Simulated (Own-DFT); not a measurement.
# How strain changes the stress of C40 NbSi2, 36 atoms (Nb12Si24)

All numbers below are calculated, not measured. The program, named Own-DFT, is a retired in-house plane-wave density functional code that no person has reviewed. Each row is one single-point run on a periodic cell that was not relaxed, without spin or spin-orbit coupling.

Settings of every run: PBE; PseudoDojo norm-conserving scalar-relativistic files; cutoff 42 hartree; 4 x 4 x 5 k mesh centred on Gamma; cold (Marzari-Vanderbilt) smearing of 0.2 eV.

Known limits: forces on such cells failed a check on a denser k mesh; stress not checked against mesh or cutoff.

Unstrained cell vectors in Å: (0.000, 8.324, 0.000); (-9.613, 0.000, 0.000); (0.000, 0.000, 6.586). The unstrained cell was taken from the Materials Project. The random moves and any unrelaxed bonds add to the pressure at no strain. Each run strains this cell uniformly, with the atoms carried along. Every atom was also moved at random, by a Gaussian of width 0.05 Å on each axis. Strain is the symmetric tensor, in per cent. Stress is positive in tension, and the pressure is minus a third of its trace.

| run | e_xx (%) | e_yy (%) | e_zz (%) | e_yz (%) | e_xz (%) | e_xy (%) | s_xx (GPa) | s_yy (GPa) | s_zz (GPa) | s_yz (GPa) | s_xz (GPa) | s_xy (GPa) | P (GPa) | E (meV/atom) |
|---|---|---|---|---|---|---|---|---|---|---|---|---|---|---|
| 1 | 0.97 | 0.77 | -0.86 | -1.13 | 1.32 | -1.61 | 0.70 | 0.62 | -6.33 | -3.53 | 3.14 | -4.96 | 1.67 | 11.0 |
| 2 | -1.14 | 1.51 | 0.64 | -2.00 | -1.58 | -1.69 | -5.35 | 1.95 | -0.61 | -5.58 | -4.84 | -4.85 | 1.34 | 24.4 |
| 3 | 0.77 | 0.49 | 0.79 | -0.76 | -0.55 | 0.67 | 1.06 | 0.62 | 1.12 | -2.36 | -1.84 | 1.58 | -0.93 | 0.8 |
| 4 | 0.08 | 0.33 | -1.46 | 0.61 | 1.31 | -0.44 | -2.38 | -2.11 | -10.31 | 2.34 | 4.07 | -1.54 | 4.93 | 4.7 |
| 5 | -1.01 | -0.71 | -1.68 | 0.44 | -1.42 | 0.06 | -8.26 | -7.13 | -13.24 | 1.48 | -4.60 | 0.22 | 9.54 | 18.1 |
| 6 | -1.65 | -0.30 | -0.19 | 0.47 | 1.35 | -0.87 | -9.62 | -4.28 | -7.10 | 1.13 | 4.56 | -2.84 | 7.00 | 23.1 |
| 7 | 1.76 | -1.87 | -1.48 | 1.95 | 0.80 | -0.79 | 1.34 | -9.21 | -11.18 | 6.68 | 2.74 | -2.22 | 6.35 | 27.0 |
| 8 | 1.02 | -0.34 | 1.12 | 1.46 | -0.49 | -1.19 | 2.00 | -2.01 | 1.38 | 3.89 | -1.75 | -3.16 | -0.46 | 8.4 |
| 9 | -0.70 | 0.26 | -0.27 | -0.29 | 1.19 | -1.00 | -4.48 | -2.12 | -5.33 | -0.23 | 3.83 | -2.94 | 3.98 | 4.9 |
| 10 | 1.16 | 0.05 | 1.34 | -0.81 | 1.22 | -0.13 | 2.13 | -0.67 | 3.22 | -2.06 | 2.98 | -0.48 | -1.56 | 13.6 |
| 11 | 0.36 | 1.83 | 0.28 | 0.06 | -0.41 | 1.21 | 0.26 | 4.14 | -0.51 | -0.54 | -1.65 | 3.40 | -1.30 | 5.9 |
| 12 | 0.76 | -0.99 | -0.48 | -0.06 | 0.58 | 0.32 | -0.69 | -4.94 | -6.16 | -0.31 | 1.31 | 0.46 | 3.93 | 0.0 |
| 13 | -1.95 | 0.15 | 1.65 | -1.18 | 1.98 | 1.91 | -9.05 | -2.58 | 1.40 | -3.76 | 6.31 | 5.96 | 3.41 | 38.1 |
| 14 | 1.73 | 1.50 | -1.92 | 1.37 | -0.03 | 1.84 | 2.55 | 2.48 | -10.18 | 3.48 | -0.73 | 4.82 | 1.72 | 23.5 |
| 15 | -1.10 | -1.23 | -0.75 | 0.68 | 1.05 | -1.93 | -8.31 | -8.39 | -9.53 | 2.99 | 3.84 | -6.24 | 8.74 | 23.2 |
| 16 | -1.34 | 1.77 | 0.82 | -1.05 | 0.17 | 1.19 | ? | ? | ? | ? | ? | ? | ? | ? |

E is the free energy for each atom above the lowest run shown.

## Worked fit

Each stress component was fitted by least squares to a constant and the strains of the runs shown, as fractions, with shears doubled. Shear strains stay in the fit of a normal stress only where such slopes are resolved. The slopes, in GPa:

| stress | at no strain | per e_xx | per e_yy | per e_zz | scatter |
|---|---|---|---|---|---|
| s_xx | -2.7 | 368 ± 11 | 68 ± 13 | 71 ± 13 | 0.51 |
| s_yy | -2.5 | 76 ± 9 | 345 ± 11 | 71 ± 10 | 0.42 |
| s_zz | -4.1 | 93 ± 7 | 97 ± 8 | 456 ± 8 | 0.31 |

Each shear stress against twice its own strain: yz 141 ± 8, xz 155 ± 4, xy 146 ± 4 GPa. These are stiffnesses along x, y and z of the frame in which the cell vectors are given, which need not be the crystal's axes. The atoms are held to the strained lattice; where symmetry lets them move under strain, relaxing them would lower some slopes. The table should be nearly symmetric about its diagonal, and what it lacks of that shows the noise. A ninth of its sum, 183 ± 5 GPa, estimates the bulk modulus near the mean pressure of these runs, 3.2 GPa, so it lies above the value at zero pressure.

## Withheld run

Question: what normal stresses and pressure should run 16 give?

The fit gives s_xx = -5.9, s_yy = 3.2, s_zz = 0.2 and P = 0.8 GPa. The calculation gave -5.37, 3.33, -0.39 and P = 0.81 GPa.
